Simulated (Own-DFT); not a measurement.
Simulation results for GaP (zincblende, strained, atoms displaced)

Computed with Own-DFT development build. A calculation, not a measurement: plane-wave PBE density functional theory by an unreviewed code, no spin, of a simulated periodic cell, stress positive in tension, free energy of the whole cell less one offset for each atom, forces on such cells passed a denser k mesh, this cell's mesh not checked; offsets are fitted by least squares, one for each functional and potential file, so energies compare only between cells with the same atoms and settings and are not formation energies; the far tail of each file's local potential was reset to the Coulomb form; each entry is a single point on an unrelaxed cell, so the pressure reflects the starting lattice, mostly measured values (interpolated for alloys), from which strain is counted, and rises with the displacements; printed positions are rounded, which can move forces by about a meV/angstrom; the program, named Own-DFT, is a retired in-house code; no spin-orbit coupling.

Common to all runs: functional PBE; potential files PseudoDojo norm-conserving, scalar-relativistic, standard set; wave cutoff 42 hartree; occupations Fermi-Dirac; smearing width 0.1 eV; hardware one NVIDIA H100; k mesh 3 x 3 x 3 centred on Gamma.

(1) 
```cif
# cell vector a (Å): 10.8620 0.0000 0.0000
# cell vector b (Å): 0.0000 10.8620 0.0000
# cell vector c (Å): 0.0000 0.0000 10.9361
data_GaP
_symmetry_space_group_name_H-M 'P 1'
_symmetry_Int_Tables_number 1
_cell_length_a 10.8620
_cell_length_b 10.8620
_cell_length_c 10.9361
_cell_angle_alpha 90.000
_cell_angle_beta 90.000
_cell_angle_gamma 90.000
_cell_volume 1290.27
loop_
_atom_site_label
_atom_site_type_symbol
_atom_site_fract_x
_atom_site_fract_y
_atom_site_fract_z
_atom_site_occupancy
Ga1 Ga 0.99928 0.99552 0.99802 1
Ga2 Ga 0.99323 0.25244 0.24642 1
Ga3 Ga 0.25156 0.00133 0.24951 1
Ga4 Ga 0.25253 0.24646 0.00003 1
P1 P 0.12797 0.12597 0.12574 1
P2 P 0.12836 0.37386 0.38075 1
P3 P 0.37290 0.12241 0.37915 1
P4 P 0.37639 0.37328 0.12292 1
Ga5 Ga 0.00137 0.00115 0.50006 1
Ga6 Ga 0.99882 0.24476 0.75089 1
Ga7 Ga 0.25233 0.00041 0.74833 1
Ga8 Ga 0.25065 0.25354 0.50539 1
P5 P 0.12620 0.12202 0.62369 1
P6 P 0.12277 0.37384 0.87920 1
P7 P 0.37767 0.11992 0.87725 1
P8 P 0.37981 0.37198 0.62288 1
Ga9 Ga 0.00031 0.50127 0.99950 1
Ga10 Ga 0.99843 0.74815 0.24976 1
Ga11 Ga 0.25509 0.50274 0.25166 1
Ga12 Ga 0.25154 0.74731 0.99769 1
P9 P 0.12012 0.62841 0.12839 1
P10 P 0.12749 0.87779 0.37436 1
P11 P 0.37704 0.62593 0.37804 1
P12 P 0.37714 0.87273 0.12722 1
Ga13 Ga 0.99825 0.49932 0.50449 1
Ga14 Ga 0.00410 0.74930 0.74921 1
Ga15 Ga 0.24835 0.50198 0.74767 1
Ga16 Ga 0.25104 0.74881 0.50310 1
P13 P 0.12865 0.62484 0.62401 1
P14 P 0.12656 0.87910 0.87891 1
P15 P 0.37250 0.62780 0.87717 1
P16 P 0.37252 0.87568 0.62788 1
Ga17 Ga 0.50293 0.00056 0.00112 1
Ga18 Ga 0.49583 0.24981 0.25040 1
Ga19 Ga 0.75377 0.00386 0.25042 1
Ga20 Ga 0.74989 0.25202 0.99935 1
P17 P 0.62268 0.12106 0.12523 1
P18 P 0.62872 0.37891 0.37183 1
P19 P 0.87583 0.12154 0.36955 1
P20 P 0.87639 0.37964 0.12354 1
Ga21 Ga 0.50183 0.99827 0.49763 1
Ga22 Ga 0.50275 0.24464 0.75617 1
Ga23 Ga 0.75390 0.99911 0.75578 1
Ga24 Ga 0.75029 0.24576 0.50056 1
P21 P 0.62678 0.12536 0.62444 1
P22 P 0.62155 0.37156 0.87966 1
P23 P 0.87750 0.12718 0.87442 1
P24 P 0.87033 0.37221 0.62640 1
Ga25 Ga 0.50221 0.50051 0.99986 1
Ga26 Ga 0.50080 0.75197 0.25120 1
Ga27 Ga 0.74744 0.49930 0.25131 1
Ga28 Ga 0.75389 0.75332 0.00151 1
P25 P 0.62406 0.62176 0.12196 1
P26 P 0.62455 0.88141 0.37460 1
P27 P 0.87399 0.62290 0.37743 1
P28 P 0.87935 0.87779 0.12489 1
Ga29 Ga 0.49635 0.49760 0.49994 1
Ga30 Ga 0.49923 0.75374 0.74881 1
Ga31 Ga 0.74670 0.50048 0.74967 1
Ga32 Ga 0.75172 0.75092 0.49837 1
P29 P 0.62822 0.62483 0.63055 1
P30 P 0.62814 0.87511 0.87060 1
P31 P 0.87527 0.62726 0.87482 1
P32 P 0.87345 0.87584 0.62481 1
_calc_free_energy_of_cell_above_offsets '-35.072'  # eV
_calc_pressure 3.19  # GPa
_calc_stress_xx -3.35  # GPa
_calc_stress_yy -3.35  # GPa
_calc_stress_zz -2.86  # GPa
_calc_stress_yz 0.04  # GPa
_calc_stress_xz 0.04  # GPa
_calc_stress_xy 0.05  # GPa
_calc_wall_time 488.6  # s
```

Force:
```
element  x (eV/Å)  y (eV/Å)  z (eV/Å)
     Ga     0.308     0.975     0.299
     Ga     0.997    -0.022     0.331
     Ga     0.047     -0.11    -0.034
     Ga    -0.154     0.222    -0.089
      P    -0.615    -0.146    -0.114
      P    -0.583     0.284    -0.719
      P     0.109     0.481    -0.143
      P      -0.2     0.374     0.125
     Ga    -0.165    -0.339    -0.188
     Ga     0.428     0.639    -0.346
     Ga    -0.349     0.061     0.432
     Ga    -0.003    -0.593    -0.304
      P    -0.025     0.464     0.316
      P     0.416    -0.096    -0.649
      P    -0.301     0.275    -0.206
      P    -0.227     0.097     1.102
     Ga     0.035     0.307     0.012
     Ga    -0.021     0.458     0.634
     Ga    -0.559    -0.287    -0.135
     Ga    -0.478     0.506      0.79
      P     0.882    -0.578    -0.432
      P    -0.218     -0.55     0.121
      P     0.051     0.229     -0.14
      P    -0.243     0.219    -0.435
     Ga     0.153    -0.245    -0.145
     Ga     -0.13     0.333     0.103
     Ga      0.37    -0.625     0.416
     Ga    -0.059     0.394    -0.473
      P    -0.601     0.022     0.059
      P      0.24    -0.608    -0.728
      P      0.61    -0.575     -0.59
      P     0.497    -0.056    -0.578
     Ga    -0.035    -0.795    -0.106
     Ga     0.393    -0.134     0.274
     Ga    -0.526    -0.548     -0.51
     Ga     0.081    -0.352     0.461
      P     0.505     0.772     0.175
      P    -0.724    -0.937     0.621
      P      0.26     0.704     0.877
      P    -0.521    -0.161     0.005
     Ga    -0.362     0.336     0.667
     Ga    -0.169     0.173    -0.558
     Ga    -0.111     0.354    -0.722
     Ga         0     0.308    -0.565
      P    -0.106    -0.506     0.363
      P     0.409     0.497    -0.569
      P    -0.351    -0.403     0.617
      P     0.446     0.051      0.13
     Ga    -0.602    -0.077    -0.105
     Ga     0.284    -0.284     0.004
     Ga     0.454     0.415    -0.468
     Ga    -0.337    -0.184    -0.072
      P      0.39      0.79     0.467
      P     0.555    -0.871    -0.224
      P     0.095     0.144    -0.272
      P    -0.577    -0.284     0.354
     Ga     0.936     0.328     0.053
     Ga     0.063    -0.404     0.201
     Ga     0.304    -0.417     0.656
     Ga     -0.41      0.05     0.174
      P    -0.805     0.271    -0.953
      P    -0.322    -0.045     0.808
      P     0.072    -0.273    -0.129
      P     0.504    -0.031     0.059
```

(2) 
```cif
# cell vector a (Å): 10.8620 0.0000 0.0000
# cell vector b (Å): 0.0000 10.8620 0.0000
# cell vector c (Å): 0.0000 0.0000 10.9361
data_GaP
_symmetry_space_group_name_H-M 'P 1'
_symmetry_Int_Tables_number 1
_cell_length_a 10.8620
_cell_length_b 10.8620
_cell_length_c 10.9361
_cell_angle_alpha 90.000
_cell_angle_beta 90.000
_cell_angle_gamma 90.000
_cell_volume 1290.27
loop_
_atom_site_label
_atom_site_type_symbol
_atom_site_fract_x
_atom_site_fract_y
_atom_site_fract_z
_atom_site_occupancy
Ga1 Ga 0.00156 0.99866 0.00233 1
Ga2 Ga 0.99724 0.25400 0.25277 1
Ga3 Ga 0.25248 0.00310 0.24862 1
Ga4 Ga 0.25024 0.24795 0.00081 1
P1 P 0.12621 0.12143 0.12812 1
P2 P 0.12651 0.37810 0.37520 1
P3 P 0.37669 0.12682 0.37041 1
P4 P 0.37471 0.37350 0.12230 1
Ga5 Ga 0.99705 0.99818 0.49857 1
Ga6 Ga 0.99837 0.24895 0.75083 1
Ga7 Ga 0.24679 0.00063 0.74655 1
Ga8 Ga 0.24784 0.25280 0.49650 1
P5 P 0.12148 0.12524 0.62285 1
P6 P 0.12393 0.37858 0.87552 1
P7 P 0.36913 0.12248 0.87560 1
P8 P 0.37775 0.37430 0.62435 1
Ga9 Ga 0.99936 0.49942 0.99863 1
Ga10 Ga 0.00492 0.74838 0.24631 1
Ga11 Ga 0.24858 0.50347 0.24724 1
Ga12 Ga 0.25113 0.74915 0.00340 1
P9 P 0.12448 0.62563 0.12741 1
P10 P 0.12883 0.86907 0.37739 1
P11 P 0.37763 0.62838 0.37687 1
P12 P 0.37652 0.87871 0.12173 1
Ga13 Ga 0.00036 0.49966 0.50094 1
Ga14 Ga 0.00308 0.75105 0.75008 1
Ga15 Ga 0.24775 0.50137 0.74938 1
Ga16 Ga 0.25447 0.75591 0.50639 1
P13 P 0.12187 0.61672 0.62719 1
P14 P 0.11830 0.87325 0.87994 1
P15 P 0.38131 0.62827 0.87717 1
P16 P 0.37434 0.87804 0.61878 1
Ga17 Ga 0.49861 0.99419 0.00146 1
Ga18 Ga 0.50027 0.24789 0.24852 1
Ga19 Ga 0.74448 0.00390 0.25402 1
Ga20 Ga 0.75396 0.24890 0.00445 1
P17 P 0.62218 0.12515 0.12276 1
P18 P 0.62237 0.37756 0.37474 1
P19 P 0.87440 0.12446 0.37947 1
P20 P 0.87758 0.37198 0.12686 1
Ga21 Ga 0.49638 0.00249 0.50303 1
Ga22 Ga 0.49941 0.24773 0.75045 1
Ga23 Ga 0.74770 0.00226 0.75562 1
Ga24 Ga 0.74934 0.25054 0.49692 1
P21 P 0.62686 0.12255 0.62825 1
P22 P 0.62715 0.37756 0.87283 1
P23 P 0.87470 0.11824 0.87176 1
P24 P 0.88135 0.37645 0.63052 1
Ga25 Ga 0.49636 0.50137 0.99937 1
Ga26 Ga 0.50177 0.75195 0.24983 1
Ga27 Ga 0.75008 0.49693 0.25096 1
Ga28 Ga 0.74684 0.74941 0.99963 1
P25 P 0.62425 0.62318 0.12225 1
P26 P 0.62903 0.87607 0.37719 1
P27 P 0.87570 0.62868 0.37144 1
P28 P 0.87858 0.87516 0.12445 1
Ga29 Ga 0.49896 0.50064 0.49867 1
Ga30 Ga 0.50125 0.74933 0.75071 1
Ga31 Ga 0.74828 0.49986 0.75026 1
Ga32 Ga 0.75027 0.75051 0.49982 1
P29 P 0.62410 0.62376 0.62359 1
P30 P 0.62430 0.87850 0.87526 1
P31 P 0.88471 0.62473 0.87418 1
P32 P 0.87507 0.87214 0.62562 1
_calc_free_energy_of_cell_above_offsets '-34.881'  # eV
_calc_pressure 3.24  # GPa
_calc_stress_xx -3.39  # GPa
_calc_stress_yy -3.41  # GPa
_calc_stress_zz -2.92  # GPa
_calc_stress_yz 0.39  # GPa
_calc_stress_xz -0.16  # GPa
_calc_stress_xy -0.14  # GPa
_calc_wall_time 510.4  # s
```

Force:
```
element  x (eV/Å)  y (eV/Å)  z (eV/Å)
     Ga    -0.298     0.295     0.025
     Ga     0.569    -0.711     0.221
     Ga    -0.121    -0.679     0.386
     Ga    -0.457     0.174    -0.084
      P    -0.477     0.751    -0.158
      P    -0.224     0.054    -0.269
      P    -0.219    -0.025     0.676
      P    -0.061     0.211     0.359
     Ga     0.383    -0.356     0.133
     Ga      0.34    -0.119     0.282
     Ga    -0.257    -0.307     0.323
     Ga     0.325    -0.308     0.325
      P     0.199     0.104    -0.139
      P     0.276    -0.775     0.115
      P     0.663    -0.051    -0.135
      P    -0.435     0.021     0.066
     Ga     0.195    -0.008     0.457
     Ga    -0.441      0.51     0.483
     Ga     0.563    -0.215     0.384
     Ga    -0.099     0.129    -0.347
      P     0.186    -0.371    -0.749
      P    -0.224     0.775    -0.378
      P    -0.419    -0.056    -0.252
      P    -0.371    -0.705      0.85
     Ga    -0.404     0.038    -0.445
     Ga    -0.069    -0.201    -0.258
     Ga     0.758    -0.205     0.317
     Ga    -0.789    -1.399    -0.466
      P      0.62     1.439    -0.312
      P     1.237     0.045    -0.569
      P    -1.137    -0.141    -0.398
      P     0.371    -0.002     1.597
     Ga     0.086     0.929    -0.565
     Ga     0.086     0.517    -0.127
     Ga     0.715    -0.206    -0.525
     Ga     -0.27    -0.098    -0.776
      P     0.208    -0.137     0.041
      P      0.16     -0.46    -0.075
      P     -0.03     0.203     -0.66
      P    -0.223     0.547    -0.217
     Ga     0.687     0.188    -0.646
     Ga     0.039     0.026     0.236
     Ga     0.196    -0.671    -0.823
     Ga     0.091      0.33     0.776
      P    -0.229     0.383    -0.408
      P    -0.297     -0.55     0.642
      P     0.429     0.919     0.915
      P    -1.048    -0.137    -0.785
     Ga     0.563    -0.459         0
     Ga     0.116     0.041    -0.047
     Ga     0.063     0.409    -0.181
     Ga     0.734    -0.038    -0.164
      P     0.053    -0.008     0.422
      P    -0.815     0.073      0.07
      P      0.04    -0.504      0.29
      P      -0.8     0.067     0.424
     Ga    -0.062      0.04     0.155
     Ga     0.066     0.455    -0.414
     Ga     0.646     0.351    -0.023
     Ga     0.134     -0.23     0.089
      P      0.18     0.177     0.053
      P    -0.013     -0.59    -0.028
      P    -1.482     0.186     0.029
      P    -0.208     0.336     0.282
```

(3) 
```cif
# cell vector a (Å): 10.8620 0.0000 0.0000
# cell vector b (Å): 0.0000 10.8620 0.0000
# cell vector c (Å): 0.0000 0.0000 10.9361
data_GaP
_symmetry_space_group_name_H-M 'P 1'
_symmetry_Int_Tables_number 1
_cell_length_a 10.8620
_cell_length_b 10.8620
_cell_length_c 10.9361
_cell_angle_alpha 90.000
_cell_angle_beta 90.000
_cell_angle_gamma 90.000
_cell_volume 1290.27
loop_
_atom_site_label
_atom_site_type_symbol
_atom_site_fract_x
_atom_site_fract_y
_atom_site_fract_z
_atom_site_occupancy
Ga1 Ga 0.00083 0.99967 0.99973 1
Ga2 Ga 0.00037 0.25154 0.25135 1
Ga3 Ga 0.25326 0.00206 0.24855 1
Ga4 Ga 0.25160 0.25050 0.00219 1
P1 P 0.12356 0.12447 0.12561 1
P2 P 0.11927 0.37239 0.37375 1
P3 P 0.37740 0.12553 0.37415 1
P4 P 0.37943 0.37163 0.12583 1
Ga5 Ga 0.99857 0.99893 0.50582 1
Ga6 Ga 0.99676 0.24808 0.75339 1
Ga7 Ga 0.25553 0.99991 0.74846 1
Ga8 Ga 0.25658 0.24651 0.49901 1
P5 P 0.12651 0.12266 0.62648 1
P6 P 0.12184 0.37908 0.87712 1
P7 P 0.37687 0.12642 0.87498 1
P8 P 0.37209 0.37616 0.62512 1
Ga9 Ga 0.99636 0.49710 0.00175 1
Ga10 Ga 0.00020 0.74861 0.25114 1
Ga11 Ga 0.24866 0.49608 0.25026 1
Ga12 Ga 0.25357 0.75426 0.99996 1
P9 P 0.12688 0.62569 0.12066 1
P10 P 0.12429 0.87816 0.37500 1
P11 P 0.37521 0.62581 0.37889 1
P12 P 0.37415 0.87979 0.12781 1
Ga13 Ga 0.99628 0.50170 0.49913 1
Ga14 Ga 0.99838 0.75064 0.75263 1
Ga15 Ga 0.24631 0.50180 0.74671 1
Ga16 Ga 0.24983 0.74756 0.50158 1
P13 P 0.12224 0.62502 0.62350 1
P14 P 0.12668 0.87582 0.87625 1
P15 P 0.37894 0.63069 0.87815 1
P16 P 0.37391 0.87663 0.62156 1
Ga17 Ga 0.49913 0.99927 0.99791 1
Ga18 Ga 0.49855 0.25047 0.25268 1
Ga19 Ga 0.74969 0.00147 0.25312 1
Ga20 Ga 0.74316 0.24652 0.00082 1
P17 P 0.62174 0.12406 0.11987 1
P18 P 0.61996 0.37438 0.37455 1
P19 P 0.87226 0.12501 0.37413 1
P20 P 0.87309 0.37286 0.12173 1
Ga21 Ga 0.50029 0.99721 0.49889 1
Ga22 Ga 0.49970 0.25034 0.75606 1
Ga23 Ga 0.74729 0.00458 0.75265 1
Ga24 Ga 0.74449 0.25586 0.50078 1
P21 P 0.62513 0.12562 0.62420 1
P22 P 0.62496 0.37704 0.87722 1
P23 P 0.87612 0.11867 0.87608 1
P24 P 0.87309 0.37964 0.62505 1
Ga25 Ga 0.49843 0.50262 0.99967 1
Ga26 Ga 0.50040 0.74837 0.24965 1
Ga27 Ga 0.74855 0.49863 0.25036 1
Ga28 Ga 0.75018 0.74751 0.00694 1
P25 P 0.62710 0.62755 0.12529 1
P26 P 0.62124 0.86859 0.37921 1
P27 P 0.87818 0.62237 0.37745 1
P28 P 0.87527 0.88042 0.12404 1
Ga29 Ga 0.49739 0.50336 0.49792 1
Ga30 Ga 0.50317 0.74808 0.75094 1
Ga31 Ga 0.74840 0.49988 0.74963 1
Ga32 Ga 0.74565 0.74960 0.49915 1
P29 P 0.62540 0.62940 0.62715 1
P30 P 0.62407 0.87440 0.87107 1
P31 P 0.87004 0.62469 0.87097 1
P32 P 0.87321 0.87147 0.62228 1
_calc_free_energy_of_cell_above_offsets '-35.148'  # eV
_calc_pressure 3.18  # GPa
_calc_stress_xx -3.34  # GPa
_calc_stress_yy -3.35  # GPa
_calc_stress_zz -2.85  # GPa
_calc_stress_yz 0.06  # GPa
_calc_stress_xz 0.11  # GPa
_calc_stress_xy -0.32  # GPa
_calc_wall_time 528.1  # s
```

Force:
```
element  x (eV/Å)  y (eV/Å)  z (eV/Å)
     Ga     0.287    -0.082     0.088
     Ga    -0.519    -0.437    -0.416
     Ga    -0.635     0.091     0.396
     Ga    -0.357     0.019    -0.253
      P     0.209     0.216    -0.041
      P     0.817     0.239     0.634
      P     0.066    -0.368     0.016
      P    -0.415      0.57    -0.039
     Ga    -0.022     0.126    -0.528
     Ga     0.277     0.221    -0.303
     Ga    -0.412     0.026     0.231
     Ga    -0.911     0.297     0.127
      P    -0.051     0.459     0.012
      P     0.405    -0.547    -0.205
      P    -0.432    -0.183     0.206
      P     0.502    -0.051     0.157
     Ga    -0.035     0.684    -0.281
     Ga      0.15     0.275    -0.281
     Ga     0.041     0.262    -0.046
     Ga    -0.226    -0.056     0.187
      P    -0.126    -0.118     0.373
      P     0.212    -0.242     0.067
      P    -0.402    -0.091    -0.865
      P     0.474    -0.541    -0.263
     Ga     0.557    -0.441     0.259
     Ga     0.065     0.041    -0.207
     Ga     0.226      0.12     0.538
     Ga    -0.351     0.486    -0.218
      P    -0.052      0.17     0.168
      P     0.063     0.043    -0.309
      P    -0.613    -0.575    -0.545
      P     0.308    -0.555     0.454
     Ga     0.031    -0.233    -0.155
     Ga     0.353    -0.365    -0.474
     Ga    -0.483    -0.261    -0.252
     Ga     0.774     0.161    -0.359
      P    -0.064    -0.203     1.079
      P     0.259     0.474     0.031
      P       0.2     0.377     0.624
      P    -0.273    -0.173     0.457
     Ga     0.042     0.329     0.164
     Ga     0.127     0.259    -0.745
     Ga     0.259    -0.663    -0.574
     Ga     0.519    -0.395    -0.076
      P     -0.35     0.177     0.146
      P    -0.062    -0.017    -0.162
      P    -0.371     0.823     0.143
      P     0.082    -0.633     0.098
     Ga     0.231    -0.107      0.26
     Ga    -0.339     0.098     0.003
     Ga     0.262    -0.039      0.04
     Ga     0.292     0.706    -0.949
      P    -0.492    -0.592     0.326
      P     0.315      0.75    -0.805
      P    -0.917      0.48    -0.556
      P    -0.077    -0.674     0.427
     Ga      0.32    -0.231     0.663
     Ga    -0.497     0.577    -0.298
     Ga    -0.216     0.066    -0.076
     Ga     0.695    -0.308     0.095
      P    -0.153    -0.883    -0.388
      P     0.271     0.009     0.773
      P       0.4     0.051     0.832
      P    -0.237     0.381     0.597
```

(4) 
```cif
# cell vector a (Å): 10.8620 0.0000 0.0000
# cell vector b (Å): 0.0000 10.8620 0.0000
# cell vector c (Å): 0.0000 0.0000 10.9361
data_GaP
_symmetry_space_group_name_H-M 'P 1'
_symmetry_Int_Tables_number 1
_cell_length_a 10.8620
_cell_length_b 10.8620
_cell_length_c 10.9361
_cell_angle_alpha 90.000
_cell_angle_beta 90.000
_cell_angle_gamma 90.000
_cell_volume 1290.27
loop_
_atom_site_label
_atom_site_type_symbol
_atom_site_fract_x
_atom_site_fract_y
_atom_site_fract_z
_atom_site_occupancy
Ga1 Ga 0.99978 0.00359 0.00031 1
Ga2 Ga 0.00028 0.24348 0.25526 1
Ga3 Ga 0.25154 0.99800 0.24925 1
Ga4 Ga 0.24698 0.25003 0.99822 1
P1 P 0.12696 0.12671 0.12551 1
P2 P 0.12724 0.37406 0.37810 1
P3 P 0.37618 0.12351 0.37178 1
P4 P 0.37458 0.37581 0.12517 1
Ga5 Ga 0.99996 0.00375 0.50008 1
Ga6 Ga 0.99997 0.24870 0.74667 1
Ga7 Ga 0.25207 0.00191 0.74751 1
Ga8 Ga 0.24672 0.25373 0.50550 1
P5 P 0.13042 0.12481 0.62704 1
P6 P 0.12794 0.37760 0.87454 1
P7 P 0.38104 0.12328 0.87624 1
P8 P 0.38046 0.37951 0.62941 1
Ga9 Ga 0.99739 0.50483 0.00044 1
Ga10 Ga 0.99637 0.75323 0.25005 1
Ga11 Ga 0.24952 0.50061 0.25056 1
Ga12 Ga 0.24682 0.75124 0.99905 1
P9 P 0.12223 0.62702 0.12267 1
P10 P 0.12809 0.87802 0.37112 1
P11 P 0.37531 0.62525 0.37250 1
P12 P 0.37480 0.87301 0.12381 1
Ga13 Ga 0.99679 0.49352 0.49944 1
Ga14 Ga 0.99756 0.74933 0.75420 1
Ga15 Ga 0.25238 0.49852 0.74792 1
Ga16 Ga 0.24940 0.74889 0.49944 1
P13 P 0.11971 0.62230 0.62496 1
P14 P 0.12350 0.87233 0.87282 1
P15 P 0.37745 0.62402 0.87467 1
P16 P 0.37360 0.88124 0.62303 1
Ga17 Ga 0.50328 0.99822 0.99515 1
Ga18 Ga 0.49900 0.24916 0.25249 1
Ga19 Ga 0.75085 0.00482 0.25042 1
Ga20 Ga 0.74622 0.25311 0.00121 1
P17 P 0.62069 0.12654 0.12602 1
P18 P 0.62908 0.37143 0.37798 1
P19 P 0.87714 0.12724 0.37442 1
P20 P 0.87185 0.37400 0.12483 1
Ga21 Ga 0.49880 0.99681 0.49907 1
Ga22 Ga 0.50253 0.25356 0.75486 1
Ga23 Ga 0.75215 0.00073 0.75439 1
Ga24 Ga 0.74723 0.25613 0.50320 1
P21 P 0.62760 0.12210 0.62920 1
P22 P 0.62428 0.37580 0.87754 1
P23 P 0.87687 0.12809 0.87885 1
P24 P 0.87732 0.37361 0.62751 1
Ga25 Ga 0.49671 0.49484 0.00091 1
Ga26 Ga 0.49579 0.74928 0.24565 1
Ga27 Ga 0.74760 0.50545 0.25538 1
Ga28 Ga 0.75306 0.74675 0.99946 1
P25 P 0.62460 0.62422 0.12532 1
P26 P 0.62373 0.86763 0.37384 1
P27 P 0.87184 0.62669 0.37683 1
P28 P 0.87140 0.87282 0.12583 1
Ga29 Ga 0.49970 0.49843 0.49671 1
Ga30 Ga 0.49655 0.74860 0.74313 1
Ga31 Ga 0.75207 0.49674 0.75434 1
Ga32 Ga 0.74654 0.74936 0.49880 1
P29 P 0.62425 0.62410 0.62575 1
P30 P 0.62456 0.87243 0.87321 1
P31 P 0.87557 0.62584 0.87413 1
P32 P 0.87591 0.87014 0.62527 1
_calc_free_energy_of_cell_above_offsets '-35.165'  # eV
_calc_pressure 3.16  # GPa
_calc_stress_xx -3.34  # GPa
_calc_stress_yy -3.29  # GPa
_calc_stress_zz -2.86  # GPa
_calc_stress_yz 0.52  # GPa
_calc_stress_xz -0.12  # GPa
_calc_stress_xy 0.04  # GPa
_calc_wall_time 509.5  # s
```

Force:
```
element  x (eV/Å)  y (eV/Å)  z (eV/Å)
     Ga     0.128    -0.535     0.224
     Ga     0.303     0.986    -0.792
     Ga     0.166     0.287    -0.363
     Ga     0.502    -0.031     0.015
      P     -0.08    -0.323     0.069
      P    -0.348     0.023    -0.463
      P    -0.389     0.263      0.78
      P    -0.283    -0.425     0.271
     Ga     0.199    -0.539     0.129
     Ga     0.459    -0.001     0.667
     Ga     0.026    -0.204     0.782
     Ga      1.06    -0.187    -0.222
      P    -0.763     0.064    -0.197
      P    -0.604    -0.117    -0.116
      P    -0.812     0.359    -0.149
      P    -0.272    -0.661    -0.544
     Ga     0.134    -0.732     0.041
     Ga     0.326    -0.229     0.136
     Ga    -0.203     0.092    -0.236
     Ga     0.392    -0.264    -0.124
      P       0.1    -0.054     0.574
      P    -0.556    -0.337     0.543
      P    -0.095     -0.09     0.273
      P    -0.063     0.413    -0.417
     Ga     0.133     0.683    -0.137
     Ga     0.285    -0.075    -0.651
     Ga     -0.25     0.545      0.22
     Ga    -0.208     0.062     0.116
      P     0.393     0.125    -0.026
      P     0.179      0.78     0.127
      P    -0.383     0.198      0.02
      P    -0.141    -0.938    -0.007
     Ga     -0.04    -0.247     0.642
     Ga     0.043     0.289    -0.145
     Ga    -0.384    -0.506      0.03
     Ga     0.185    -0.373     0.173
      P     0.353    -0.204    -0.202
      P    -0.734     0.585    -0.566
      P    -0.765    -0.186     0.801
      P     0.409     0.329     0.565
     Ga     0.579      0.41    -0.261
     Ga     0.036    -0.505    -0.479
     Ga     0.262    -0.294    -0.132
     Ga      0.48    -1.037     0.363
      P    -0.327     0.367    -0.417
      P     0.185     0.101    -0.046
      P    -0.305     0.067    -0.307
      P    -0.454     0.071    -0.043
     Ga     0.323     0.704     0.049
     Ga     0.387    -0.128     0.095
     Ga     0.146    -0.559    -0.529
     Ga    -0.597     0.205     0.039
      P    -0.202     -0.14    -0.248
      P    -0.065     0.943    -0.242
      P     0.611    -0.157     0.109
      P     0.218     0.669    -0.241
     Ga     0.239     0.201     0.122
     Ga     0.077     0.252     0.442
     Ga    -0.253     0.341    -0.346
     Ga     0.174     -0.08     0.453
      P     0.227    -0.373    -0.155
      P      0.22    -0.291    -0.077
      P    -0.222    -0.277     0.113
      P    -0.141     0.684    -0.099
```
